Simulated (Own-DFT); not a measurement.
# Computed records: GaP (zincblende, atoms displaced)

Computed with Own-DFT development build. A calculation, not a measurement: plane-wave PBE density functional theory by an unreviewed code, no spin, of a simulated periodic cell, stress positive in tension, free energy of the whole cell less one offset for each atom, forces on such cells passed a denser k mesh, this cell's mesh not checked; offsets are fitted by least squares, one for each functional and potential file, so energies compare only between cells with the same atoms and settings and are not formation energies; the far tail of each file's local potential was reset to the Coulomb form; each entry is a single point on an unrelaxed cell, so the pressure reflects the starting lattice, mostly measured values (interpolated for alloys), from which strain is counted, and rises with the displacements; printed positions are rounded, which can move forces by about a meV/angstrom; the program, named Own-DFT, is a retired in-house code; no spin-orbit coupling.

Common to all runs: functional PBE; potential files PseudoDojo norm-conserving, scalar-relativistic, standard set; wave cutoff 42 hartree; occupations Fermi-Dirac; smearing width 0.1 eV; hardware one NVIDIA H200; k mesh 2 x 3 x 3 centred on Gamma.

(1) GaP (zincblende, atoms displaced)

```cif
# cell vector a (Å): 16.3515 0.0000 0.0000
# cell vector b (Å): 0.0000 10.9010 0.0000
# cell vector c (Å): 0.0000 0.0000 10.9010
data_GaP
_symmetry_space_group_name_H-M 'P 1'
_symmetry_Int_Tables_number 1
_cell_length_a 16.3515
_cell_length_b 10.9010
_cell_length_c 10.9010
_cell_angle_alpha 90.000
_cell_angle_beta 90.000
_cell_angle_gamma 90.000
_cell_volume 1943.08
loop_
_atom_site_label
_atom_site_type_symbol
_atom_site_fract_x
_atom_site_fract_y
_atom_site_fract_z
_atom_site_occupancy
Ga1 Ga 0.00633 0.99073 0.98827 1
Ga2 Ga 0.99878 0.26272 0.25488 1
Ga3 Ga 0.17222 0.98896 0.25844 1
Ga4 Ga 0.15872 0.23988 0.00805 1
P1 P 0.08208 0.13157 0.11809 1
P2 P 0.08046 0.38277 0.38229 1
P3 P 0.24395 0.12535 0.37210 1
P4 P 0.24781 0.37907 0.12753 1
Ga5 Ga 0.98785 0.00257 0.50365 1
Ga6 Ga 0.00276 0.24335 0.76633 1
Ga7 Ga 0.16576 0.99556 0.74868 1
Ga8 Ga 0.16070 0.24324 0.49553 1
P5 P 0.08125 0.13140 0.62984 1
P6 P 0.08377 0.37408 0.87239 1
P7 P 0.25401 0.13525 0.87752 1
P8 P 0.25139 0.35554 0.61822 1
Ga9 Ga 0.00813 0.47841 0.01312 1
Ga10 Ga 0.00705 0.75939 0.24561 1
Ga11 Ga 0.16885 0.50861 0.25296 1
Ga12 Ga 0.16787 0.74790 0.99918 1
P9 P 0.08904 0.61759 0.13169 1
P10 P 0.08030 0.86809 0.38034 1
P11 P 0.23605 0.61368 0.35235 1
P12 P 0.25357 0.87987 0.12491 1
Ga13 Ga 0.00093 0.48810 0.50289 1
Ga14 Ga 0.00460 0.75877 0.75045 1
Ga15 Ga 0.15835 0.49564 0.74899 1
Ga16 Ga 0.16224 0.76078 0.50107 1
P13 P 0.09006 0.62591 0.62757 1
P14 P 0.08711 0.86294 0.86950 1
P15 P 0.25666 0.63749 0.86931 1
P16 P 0.25027 0.87288 0.62344 1
Ga17 Ga 0.33625 0.99567 0.00451 1
Ga18 Ga 0.33269 0.27401 0.24361 1
Ga19 Ga 0.51461 0.00986 0.24661 1
Ga20 Ga 0.50447 0.25706 0.99196 1
P17 P 0.41288 0.12004 0.10845 1
P18 P 0.42540 0.37306 0.37750 1
P19 P 0.58523 0.11934 0.35953 1
P20 P 0.58109 0.36641 0.12644 1
Ga21 Ga 0.34520 0.99631 0.48723 1
Ga22 Ga 0.33851 0.26348 0.75327 1
Ga23 Ga 0.49717 0.99725 0.74275 1
Ga24 Ga 0.49839 0.25736 0.50565 1
P21 P 0.42624 0.13279 0.62585 1
P22 P 0.42718 0.38890 0.87477 1
P23 P 0.59250 0.13159 0.87583 1
P24 P 0.58751 0.37138 0.63051 1
Ga25 Ga 0.32678 0.49773 0.00088 1
Ga26 Ga 0.33063 0.74834 0.25393 1
Ga27 Ga 0.48666 0.49911 0.26156 1
Ga28 Ga 0.50778 0.74138 0.00828 1
P25 P 0.41347 0.62247 0.12198 1
P26 P 0.41827 0.88368 0.38813 1
P27 P 0.58902 0.63023 0.37817 1
P28 P 0.58499 0.87198 0.13313 1
Ga29 Ga 0.32502 0.50492 0.51153 1
Ga30 Ga 0.33600 0.74397 0.74137 1
Ga31 Ga 0.50291 0.49608 0.75668 1
Ga32 Ga 0.50342 0.76304 0.49169 1
P29 P 0.41750 0.62011 0.62193 1
P30 P 0.40963 0.88979 0.86751 1
P31 P 0.58996 0.64279 0.87635 1
P32 P 0.58089 0.86843 0.63689 1
Ga33 Ga 0.66463 0.99759 0.00895 1
Ga34 Ga 0.66828 0.24321 0.25800 1
Ga35 Ga 0.83540 0.99975 0.24224 1
Ga36 Ga 0.83635 0.25662 0.98412 1
P33 P 0.75468 0.12645 0.12085 1
P34 P 0.74976 0.36811 0.37364 1
P35 P 0.92867 0.12437 0.37790 1
P36 P 0.91392 0.37574 0.13715 1
Ga37 Ga 0.66291 0.99080 0.48235 1
Ga38 Ga 0.66638 0.26510 0.74180 1
Ga39 Ga 0.82521 0.98895 0.75124 1
Ga40 Ga 0.83735 0.23679 0.50619 1
P37 P 0.75148 0.11878 0.62392 1
P38 P 0.73668 0.37109 0.88600 1
P39 P 0.92072 0.14286 0.86178 1
P40 P 0.91670 0.36160 0.62874 1
Ga41 Ga 0.67321 0.50198 0.99746 1
Ga42 Ga 0.67035 0.74424 0.23847 1
Ga43 Ga 0.82660 0.49746 0.23363 1
Ga44 Ga 0.83613 0.74376 0.00339 1
P41 P 0.75479 0.60590 0.13575 1
P42 P 0.74791 0.87403 0.38063 1
P43 P 0.91330 0.62529 0.36815 1
P44 P 0.91641 0.86921 0.12772 1
Ga45 Ga 0.67086 0.49444 0.49750 1
Ga46 Ga 0.67333 0.75942 0.72729 1
Ga47 Ga 0.82675 0.49553 0.75122 1
Ga48 Ga 0.83121 0.74403 0.49636 1
P45 P 0.74982 0.62814 0.63312 1
P46 P 0.74925 0.86580 0.88370 1
P47 P 0.90332 0.64171 0.87022 1
P48 P 0.91976 0.88287 0.64997 1
```

* free energy of cell above offsets: -37.746 eV
* pressure: 5.19 GPa
* stress xx: -5.25 GPa
* stress yy: -5.21 GPa
* stress zz: -5.12 GPa
* stress yz: 0.13 GPa
* stress xz: -0.14 GPa
* stress xy: 0.72 GPa
* wall time: 958.7 s

Force:
```tsv
element	x (eV/Å)	y (eV/Å)	z (eV/Å)
Ga	-1.089	0.997	0.553
Ga	0.832	-1.011	-0.032
Ga	-1.109	0.579	-0.624
Ga	2.551	1.824	-1.989
P	-1.708	-2.341	2.509
P	1.589	-0.915	-1.475
P	1.774	0.381	0.054
P	-1.356	0.029	-0.984
Ga	2.019	-1.148	1.601
Ga	2.113	2.426	-3.199
Ga	0.688	1.044	-0.011
Ga	0.11	0.067	0.15
P	-0.111	-1.251	-0.216
P	0.304	-0.359	1.033
P	-0.489	-0.865	0.035
P	-0.877	1.599	0.446
Ga	-1.03	1.762	-0.329
Ga	-0.9	-1.631	0.065
Ga	-3.832	-5.341	-3.26
Ga	0.644	-0.269	0.538
P	-1.228	1.064	-1.489
P	-0.378	1.93	-0.037
P	5.581	5.418	6.454
P	-0.698	-1.045	0.104
Ga	-1.522	1.953	1.036
Ga	-0.776	-2.23	-0.188
Ga	2.366	0.186	-0.027
Ga	1.114	-1.468	0.012
P	-1.755	0.14	-0.7
P	0.723	1.241	1.057
P	-1.448	-1.953	0.662
P	0.729	0.548	-0.552
Ga	-1.383	0.418	-1.236
Ga	0.933	-2.473	0.806
Ga	-3.867	-1.558	-1.884
Ga	-0.251	-1.253	0.236
P	1.893	1.939	2.18
P	-2.935	-0.398	1.253
P	0.694	1.999	3.695
P	0.513	1.455	0.835
Ga	-3.62	3.417	3.262
Ga	0.49	-0.791	0.295
Ga	0.961	0.966	1.45
Ga	1.561	-0.725	-0.506
P	-1.786	-0.578	-0.117
P	-2.542	-1.343	1.305
P	-0.965	-0.815	-0.689
P	-1.488	1.937	-1.906
Ga	0.652	0.651	-0.782
Ga	0.367	0.069	-0.114
Ga	2.818	1.587	-1.892
Ga	-1.427	1.059	-0.359
P	0.086	0.271	0.615
P	2.106	-2.381	-4.375
P	-0.881	-0.564	-0.574
P	-0.015	-0.299	-0.785
Ga	-0.038	-0.466	-1.329
Ga	0.515	1.2	-0.052
Ga	1.466	2.202	-1.269
Ga	0.35	-1.612	1.112
P	0.895	0.389	-0.265
P	1.092	-2.156	0.06
P	0.519	-1.533	-0.966
P	-0.387	1.46	-2.191
Ga	0.519	0.332	-0.785
Ga	0.397	0.707	-1.749
Ga	0.039	0.326	1.103
Ga	-0.072	-0.256	1.315
P	-0.015	0.16	0.008
P	0.996	0.004	0.473
P	-2.378	0.762	-1.716
P	0.078	-0.699	-1.8
Ga	-0.699	0.924	2.119
Ga	1.378	-2.974	1.188
Ga	0.093	1.224	1.065
Ga	-0.119	0.315	-0.839
P	-1.264	-0.03	-0.204
P	2.529	-0.242	-1.806
P	-3.093	-4.355	2.764
P	0.1	1.15	0.573
Ga	-2.438	1.018	1.392
Ga	0.329	-0.145	1.317
Ga	3.039	-2.515	4.785
Ga	-1.254	0.59	1.458
P	-3.214	4.446	-3.898
P	1.33	-0.813	-1.77
P	0.729	-0.469	0.119
P	0.622	0.623	-0.9
Ga	-0.251	0.655	0.436
Ga	-0.155	-0.134	2.879
Ga	0.557	-0.32	0.594
Ga	0.68	0.363	0.759
P	0.639	-1.567	-2.006
P	-0.584	0.698	-0.009
P	2.859	-2.576	-1.142
P	-0.537	-0.636	-2.733
```

(2) GaP (zincblende, atoms displaced)

```cif
# cell vector a (Å): 16.3515 0.0000 0.0000
# cell vector b (Å): 0.0000 10.9010 0.0000
# cell vector c (Å): 0.0000 0.0000 10.9010
data_GaP
_symmetry_space_group_name_H-M 'P 1'
_symmetry_Int_Tables_number 1
_cell_length_a 16.3515
_cell_length_b 10.9010
_cell_length_c 10.9010
_cell_angle_alpha 90.000
_cell_angle_beta 90.000
_cell_angle_gamma 90.000
_cell_volume 1943.08
loop_
_atom_site_label
_atom_site_type_symbol
_atom_site_fract_x
_atom_site_fract_y
_atom_site_fract_z
_atom_site_occupancy
Ga1 Ga 0.99717 0.00117 0.99032 1
Ga2 Ga 0.99885 0.23257 0.24179 1
Ga3 Ga 0.16340 0.00117 0.24571 1
Ga4 Ga 0.16779 0.23879 0.99441 1
P1 P 0.07560 0.11143 0.11209 1
P2 P 0.07654 0.38085 0.37682 1
P3 P 0.24263 0.12332 0.37904 1
P4 P 0.26643 0.39784 0.13220 1
Ga5 Ga 0.00380 0.99813 0.51476 1
Ga6 Ga 0.99340 0.24734 0.74012 1
Ga7 Ga 0.17227 0.98552 0.77078 1
Ga8 Ga 0.17488 0.25026 0.50419 1
P5 P 0.08336 0.14167 0.61203 1
P6 P 0.07971 0.37527 0.87454 1
P7 P 0.24744 0.14654 0.88544 1
P8 P 0.25702 0.37819 0.62392 1
Ga9 Ga 0.99953 0.50432 0.98157 1
Ga10 Ga 0.00121 0.75128 0.25556 1
Ga11 Ga 0.15286 0.50830 0.23972 1
Ga12 Ga 0.16561 0.75555 0.99582 1
P9 P 0.08013 0.62062 0.14350 1
P10 P 0.07540 0.88676 0.38587 1
P11 P 0.24677 0.61926 0.38107 1
P12 P 0.24460 0.87931 0.12456 1
Ga13 Ga 0.00253 0.50168 0.49396 1
Ga14 Ga 0.00460 0.75286 0.74270 1
Ga15 Ga 0.16844 0.49738 0.74309 1
Ga16 Ga 0.16898 0.75137 0.49462 1
P13 P 0.08454 0.64132 0.62726 1
P14 P 0.07622 0.88165 0.86454 1
P15 P 0.24891 0.62192 0.88052 1
P16 P 0.25213 0.86583 0.61427 1
Ga17 Ga 0.32563 0.99772 0.99321 1
Ga18 Ga 0.32977 0.23174 0.24386 1
Ga19 Ga 0.49397 0.99573 0.25224 1
Ga20 Ga 0.49351 0.24434 0.99198 1
P17 P 0.42526 0.13604 0.12175 1
P18 P 0.41687 0.38192 0.37287 1
P19 P 0.57630 0.14446 0.37892 1
P20 P 0.58316 0.37071 0.11855 1
Ga21 Ga 0.34114 0.99451 0.48008 1
Ga22 Ga 0.33682 0.25022 0.73110 1
Ga23 Ga 0.49895 0.00599 0.73708 1
Ga24 Ga 0.49975 0.24875 0.50746 1
P21 P 0.41182 0.12666 0.62228 1
P22 P 0.41001 0.37239 0.87907 1
P23 P 0.57949 0.13122 0.87933 1
P24 P 0.58870 0.36908 0.62457 1
Ga25 Ga 0.33093 0.49198 0.01487 1
Ga26 Ga 0.33080 0.75472 0.26210 1
Ga27 Ga 0.49685 0.48867 0.25303 1
Ga28 Ga 0.49843 0.75210 0.97218 1
P25 P 0.41621 0.62498 0.12669 1
P26 P 0.41925 0.88354 0.37762 1
P27 P 0.58321 0.61931 0.36260 1
P28 P 0.58275 0.87929 0.12351 1
Ga29 Ga 0.33775 0.49599 0.48918 1
Ga30 Ga 0.33810 0.74197 0.74761 1
Ga31 Ga 0.49010 0.48661 0.74829 1
Ga32 Ga 0.50845 0.74774 0.49901 1
P29 P 0.42018 0.63072 0.64702 1
P30 P 0.41387 0.87733 0.86734 1
P31 P 0.58536 0.63368 0.88249 1
P32 P 0.58870 0.88904 0.63121 1
Ga33 Ga 0.66230 0.00916 0.01407 1
Ga34 Ga 0.66840 0.25926 0.24505 1
Ga35 Ga 0.83053 0.98723 0.26965 1
Ga36 Ga 0.84938 0.25211 0.00894 1
P33 P 0.74717 0.11641 0.13530 1
P34 P 0.74530 0.38312 0.36281 1
P35 P 0.90766 0.12907 0.37995 1
P36 P 0.92374 0.37537 0.12348 1
Ga37 Ga 0.66204 0.01332 0.49683 1
Ga38 Ga 0.65811 0.23883 0.74107 1
Ga39 Ga 0.83556 0.99901 0.74796 1
Ga40 Ga 0.82065 0.22936 0.50748 1
P37 P 0.74486 0.12480 0.62579 1
P38 P 0.76578 0.37405 0.86935 1
P39 P 0.91876 0.11388 0.88459 1
P40 P 0.91989 0.37934 0.63519 1
Ga41 Ga 0.66253 0.50405 0.00802 1
Ga42 Ga 0.66337 0.72543 0.26398 1
Ga43 Ga 0.82948 0.49630 0.24612 1
Ga44 Ga 0.83230 0.74824 0.00658 1
P41 P 0.75261 0.61503 0.13536 1
P42 P 0.75299 0.85788 0.38105 1
P43 P 0.91666 0.62802 0.36238 1
P44 P 0.91551 0.87429 0.13161 1
Ga45 Ga 0.65858 0.49715 0.51490 1
Ga46 Ga 0.66887 0.76251 0.73655 1
Ga47 Ga 0.82644 0.49418 0.75784 1
Ga48 Ga 0.82726 0.75804 0.51403 1
P45 P 0.74870 0.60763 0.63191 1
P46 P 0.74992 0.86372 0.87854 1
P47 P 0.91035 0.61602 0.88649 1
P48 P 0.90977 0.87259 0.63303 1
```

* free energy of cell above offsets: -36.838 eV
* pressure: 5.29 GPa
* stress xx: -5.55 GPa
* stress yy: -5.29 GPa
* stress zz: -5.04 GPa
* stress yz: 0.56 GPa
* stress xz: 1.72 GPa
* stress xy: 0.96 GPa
* wall time: 988.6 s

Force:
```tsv
element	x (eV/Å)	y (eV/Å)	z (eV/Å)
Ga	0.015	-2.41	1.327
Ga	-0.383	1.187	0.91
Ga	-0.907	-0.025	0.516
Ga	-2.959	3.477	3.037
P	1.814	1.154	1.141
P	1.9	-2.042	-1.156
P	1.299	-0.643	-1.163
P	-5.682	-5.07	4.355
Ga	-1.767	1.122	0.027
Ga	0.963	-0.519	1.432
Ga	1.047	1.856	-2.145
Ga	-1.004	1.679	-0.515
P	0.146	-1.565	1.972
P	1.102	-0.821	-0.805
P	3.074	-3.463	-3.645
P	-0.638	0.372	-0.707
Ga	0.802	-0.604	2.26
Ga	-0.194	0.884	0.018
Ga	3.918	-3.411	3.041
Ga	-0.836	-0.732	0.305
P	-2.286	3.403	-4.897
P	1.674	-1.45	-1.555
P	-0.069	0.263	-0.958
P	0.766	-0.467	0.349
Ga	-1.304	1.201	1.155
Ga	-2.111	-0.37	1.18
Ga	-0.567	0.511	0.787
Ga	-0.909	0.303	-0.099
P	0.701	-2.229	-1.218
P	0.275	-1.173	1.607
P	0.355	-0.022	-0.378
P	0.903	1.246	1.254
Ga	0.956	0.796	0.497
Ga	0.089	1.529	0.335
Ga	1.771	1.311	-1.065
Ga	1.075	2.001	-0.304
P	-2.095	-2.542	1.024
P	-0.138	-2.7	0.553
P	1.03	-1.823	-1.44
P	-0.97	-0.014	-0.008
Ga	-2.829	1.797	2.663
Ga	-0.832	0.624	2.506
Ga	-0.304	0.099	1.619
Ga	-0.947	1.342	0
P	0.755	-1.142	-1.217
P	-0.074	-0.272	-0.546
P	0.35	-1.261	-0.885
P	-2.56	0.061	0.929
Ga	3.254	4.065	-4.542
Ga	-0.027	-0.7	-0.874
Ga	0.711	0.975	-1.803
Ga	-0.607	0.586	2.979
P	0.434	0.84	-0.114
P	1.208	-3.043	-0.862
P	-2.466	-2.05	3.498
P	-0.686	-1.429	0.752
Ga	-0.334	1.374	1.509
Ga	-2.506	1.45	1.316
Ga	1.921	0.237	1.011
Ga	-0.363	0.237	0.662
P	1.231	-1.409	-3.868
P	-0.388	0.989	-0.389
P	0.798	-1.551	-2.37
P	-0.845	-0.543	-1.748
Ga	0.423	-0.699	-1.315
Ga	-0.473	-0.861	-0.07
Ga	0.323	0.702	-1.199
Ga	-2.009	-0.811	-0.562
P	1.414	0.943	0.085
P	0.067	-0.693	2.578
P	1.224	-1.123	0.048
P	0.451	0.767	0.843
Ga	0.281	-0.728	-1.004
Ga	1.503	0.78	1.862
Ga	-1.233	0.248	1.515
Ga	1.714	3.564	-1.553
P	-0.408	-1.816	1.565
P	-4.006	-3.148	3.011
P	-1.45	1.949	-2.524
P	-1.65	0.573	-1.805
Ga	1.13	-0.243	-0.767
Ga	2.606	3.294	-2.78
Ga	2.099	-0.596	0.519
Ga	0.03	-0.189	0.526
P	-1.225	1.455	-1.493
P	-2.593	1.122	-0.189
P	-0.934	-0.46	1.989
P	0.299	0.235	-0.513
Ga	1.363	0.839	-2.493
Ga	0.472	-1.797	1.535
Ga	2.888	1.708	-1.759
Ga	0.828	-2.486	-0.209
P	-0.317	2.113	-0.694
P	-0.23	1.706	-0.058
P	-0.067	2.022	-1.874
P	1.729	0.157	-0.47
```

(3) GaP (zincblende, atoms displaced)

```cif
# cell vector a (Å): 16.3515 0.0000 0.0000
# cell vector b (Å): 0.0000 10.9010 0.0000
# cell vector c (Å): 0.0000 0.0000 10.9010
data_GaP
_symmetry_space_group_name_H-M 'P 1'
_symmetry_Int_Tables_number 1
_cell_length_a 16.3515
_cell_length_b 10.9010
_cell_length_c 10.9010
_cell_angle_alpha 90.000
_cell_angle_beta 90.000
_cell_angle_gamma 90.000
_cell_volume 1943.08
loop_
_atom_site_label
_atom_site_type_symbol
_atom_site_fract_x
_atom_site_fract_y
_atom_site_fract_z
_atom_site_occupancy
Ga1 Ga 0.00577 0.99934 0.98317 1
Ga2 Ga 0.01098 0.23809 0.24330 1
Ga3 Ga 0.16584 0.01469 0.25445 1
Ga4 Ga 0.17050 0.24706 0.99418 1
P1 P 0.08671 0.12149 0.13083 1
P2 P 0.08015 0.38915 0.37198 1
P3 P 0.24378 0.13091 0.36800 1
P4 P 0.24964 0.35960 0.13656 1
Ga5 Ga 0.00061 0.00711 0.50652 1
Ga6 Ga 0.99924 0.25222 0.75284 1
Ga7 Ga 0.16177 0.00628 0.75059 1
Ga8 Ga 0.15905 0.24811 0.51970 1
P5 P 0.06949 0.12747 0.63201 1
P6 P 0.08103 0.35850 0.87149 1
P7 P 0.23657 0.12707 0.86734 1
P8 P 0.24442 0.39111 0.63198 1
Ga9 Ga 0.00317 0.49698 0.00157 1
Ga10 Ga 0.00273 0.74454 0.26513 1
Ga11 Ga 0.16508 0.48867 0.25206 1
Ga12 Ga 0.17096 0.75355 0.99743 1
P9 P 0.08694 0.61287 0.12728 1
P10 P 0.08426 0.87808 0.39246 1
P11 P 0.25272 0.62706 0.37898 1
P12 P 0.26229 0.87945 0.13965 1
Ga13 Ga 0.00305 0.50665 0.50562 1
Ga14 Ga 0.00514 0.74249 0.74755 1
Ga15 Ga 0.16750 0.50441 0.74195 1
Ga16 Ga 0.16855 0.74107 0.47887 1
P13 P 0.08865 0.62765 0.62823 1
P14 P 0.08367 0.87555 0.88474 1
P15 P 0.24393 0.62195 0.89312 1
P16 P 0.25700 0.88475 0.62909 1
Ga17 Ga 0.33623 0.00589 0.99629 1
Ga18 Ga 0.34065 0.23955 0.25861 1
Ga19 Ga 0.48388 0.98523 0.25000 1
Ga20 Ga 0.50526 0.24718 0.98737 1
P17 P 0.42362 0.11579 0.14168 1
P18 P 0.41419 0.36364 0.38105 1
P19 P 0.57626 0.12168 0.37695 1
P20 P 0.57614 0.36332 0.13372 1
Ga21 Ga 0.33417 0.00322 0.51135 1
Ga22 Ga 0.33868 0.24612 0.75122 1
Ga23 Ga 0.50242 0.99155 0.76012 1
Ga24 Ga 0.49594 0.26101 0.50738 1
P21 P 0.41574 0.12926 0.62212 1
P22 P 0.43659 0.37811 0.88794 1
P23 P 0.58389 0.13946 0.86919 1
P24 P 0.58774 0.38047 0.62952 1
Ga25 Ga 0.33383 0.50361 0.98015 1
Ga26 Ga 0.32504 0.75046 0.25146 1
Ga27 Ga 0.50133 0.49908 0.25687 1
Ga28 Ga 0.50910 0.77014 0.02896 1
P25 P 0.42446 0.62830 0.12974 1
P26 P 0.41656 0.88461 0.37908 1
P27 P 0.58122 0.62366 0.36582 1
P28 P 0.58563 0.87590 0.12743 1
Ga29 Ga 0.34171 0.50720 0.50450 1
Ga30 Ga 0.32588 0.74748 0.75130 1
Ga31 Ga 0.50055 0.50541 0.74682 1
Ga32 Ga 0.50098 0.75231 0.50502 1
P29 P 0.41655 0.60806 0.62936 1
P30 P 0.41633 0.86953 0.87454 1
P31 P 0.58283 0.62862 0.88736 1
P32 P 0.58286 0.86157 0.61594 1
Ga33 Ga 0.66498 0.99832 0.00191 1
Ga34 Ga 0.65581 0.25782 0.24709 1
Ga35 Ga 0.85151 0.00441 0.24367 1
Ga36 Ga 0.83923 0.24684 0.00216 1
P33 P 0.74970 0.11859 0.13649 1
P34 P 0.76395 0.37417 0.37281 1
P35 P 0.91837 0.13276 0.37022 1
P36 P 0.91089 0.38102 0.12135 1
Ga37 Ga 0.67645 0.00543 0.49654 1
Ga38 Ga 0.66719 0.24244 0.74782 1
Ga39 Ga 0.82673 0.99423 0.75086 1
Ga40 Ga 0.83790 0.24643 0.50221 1
P37 P 0.75633 0.13536 0.62799 1
P38 P 0.75974 0.37384 0.87691 1
P39 P 0.93686 0.13957 0.86423 1
P40 P 0.91599 0.36329 0.62404 1
Ga41 Ga 0.66756 0.50851 0.00232 1
Ga42 Ga 0.66587 0.72831 0.26692 1
Ga43 Ga 0.82411 0.49231 0.24181 1
Ga44 Ga 0.82173 0.75925 0.01711 1
P41 P 0.74990 0.62837 0.11960 1
P42 P 0.75407 0.88114 0.37432 1
P43 P 0.92282 0.61286 0.37521 1
P44 P 0.92025 0.88249 0.13687 1
Ga45 Ga 0.67117 0.48926 0.50634 1
Ga46 Ga 0.66917 0.74659 0.74894 1
Ga47 Ga 0.82939 0.48883 0.76359 1
Ga48 Ga 0.83078 0.76038 0.49406 1
P45 P 0.74604 0.61510 0.64137 1
P46 P 0.75057 0.87059 0.88855 1
P47 P 0.90917 0.62876 0.86822 1
P48 P 0.91477 0.88446 0.61623 1
```

* free energy of cell above offsets: -36.958 eV
* pressure: 5.29 GPa
* stress xx: -5.12 GPa
* stress yy: -5.57 GPa
* stress zz: -5.17 GPa
* stress yz: 0.39 GPa
* stress xz: 0.25 GPa
* stress xy: 0.25 GPa
* wall time: 949.1 s

Force:
```tsv
element	x (eV/Å)	y (eV/Å)	z (eV/Å)
Ga	-1.317	1.211	2.418
Ga	-1.894	2.544	1.081
Ga	0.133	-2.609	0.081
Ga	-0.889	0.7	1.586
P	0.119	-0.58	-2.761
P	-0.248	-2.311	1.333
P	1.113	0.443	2.9
P	1.034	0.878	-1.319
Ga	-1.001	-0.275	-1.239
Ga	1.104	2.832	-2.901
Ga	-0.611	-1.266	-0.945
Ga	0.452	0.874	-1.466
P	2.276	-0.322	-0.101
P	1.226	2.637	0.721
P	3.223	-0.147	0.474
P	2.413	-2.277	-1.415
Ga	-0.876	0.022	-0.884
Ga	0.43	0.32	-0.785
Ga	1.378	0.777	-0.367
Ga	-0.595	0.802	2.549
P	0.05	1.695	-0.132
P	-0.06	0.506	-1.664
P	0.718	-1.973	-1.097
P	-2.792	1.589	-2.314
Ga	-0.425	-0.91	0.61
Ga	-1.384	1.11	0.4
Ga	-1.163	0.168	2.748
Ga	-0.371	1.337	2.638
P	-0.091	0.426	-1.063
P	1.21	-1.524	-2.093
P	0.168	0.158	-3.095
P	-2.073	-1.195	0.039
Ga	-0.29	-0.015	0.147
Ga	-1.012	0.083	-0.666
Ga	4.179	0.008	0.105
Ga	-0.064	-1.004	3.425
P	-1.413	2.344	-3.669
P	0.092	2.182	-0.287
P	0.39	0.183	0.19
P	0.01	2.256	-1.944
Ga	-0.224	0.807	-1.746
Ga	-0.736	1.109	0.6
Ga	-0.028	0.382	-1.259
Ga	1.514	-1.017	0.221
P	0.937	-0.424	0.996
P	-3.546	1.105	-2.157
P	0.624	-3.092	0.099
P	-0.805	-0.858	0.047
Ga	1.542	-1.349	2.77
Ga	2.682	-1.192	0.966
Ga	-1.165	-0.936	-0.635
Ga	-3.233	-3.38	-3.656
P	-1.533	-0.066	-0.162
P	-1.865	-2.767	2.066
P	-0.909	-1.445	3.414
P	2.582	2.42	3.492
Ga	-2.069	-1.823	-1.414
Ga	0.596	-0.523	0.428
Ga	1.777	-0.467	1.385
Ga	-1.378	-1.271	-1.372
P	0.277	3.325	0.468
P	0.214	-0.159	0.886
P	-0.541	0.73	-0.789
P	1.762	2.27	1.821
Ga	0.236	0.999	0.093
Ga	2.224	-1.916	1.958
Ga	-2.924	1.178	1.494
Ga	-0.228	-0.845	-0.11
P	0.119	0.656	-0.877
P	-3.001	-0.984	1.117
P	1.061	-0.297	0.7
P	1.623	-0.842	0.394
Ga	-1.369	0.243	0.228
Ga	0.986	1.941	-0.13
Ga	1.415	0.468	0.445
Ga	0.197	0.177	-0.836
P	-0.88	-1.382	-0.066
P	-3.122	-2.003	1.755
P	-5.046	-4.062	3.543
P	0.575	2.045	0.551
Ga	-0.381	-1.766	-0.272
Ga	2.087	2.941	-2.03
Ga	1.816	1.529	-0.354
Ga	3.249	0.23	-0.458
P	-0.977	-0.948	2.082
P	-0.346	-0.322	-1.36
P	-2.182	0.993	-0.072
P	1.74	-2.438	-2.672
Ga	0.52	0.896	-1.132
Ga	-0.876	0.148	0.968
Ga	1.89	1.452	-2.393
Ga	0.714	-1.857	0.778
P	1.249	0.324	-1.698
P	-1.121	1.166	-1.925
P	1.039	0.285	1.262
P	0.091	-1.066	1.311
```
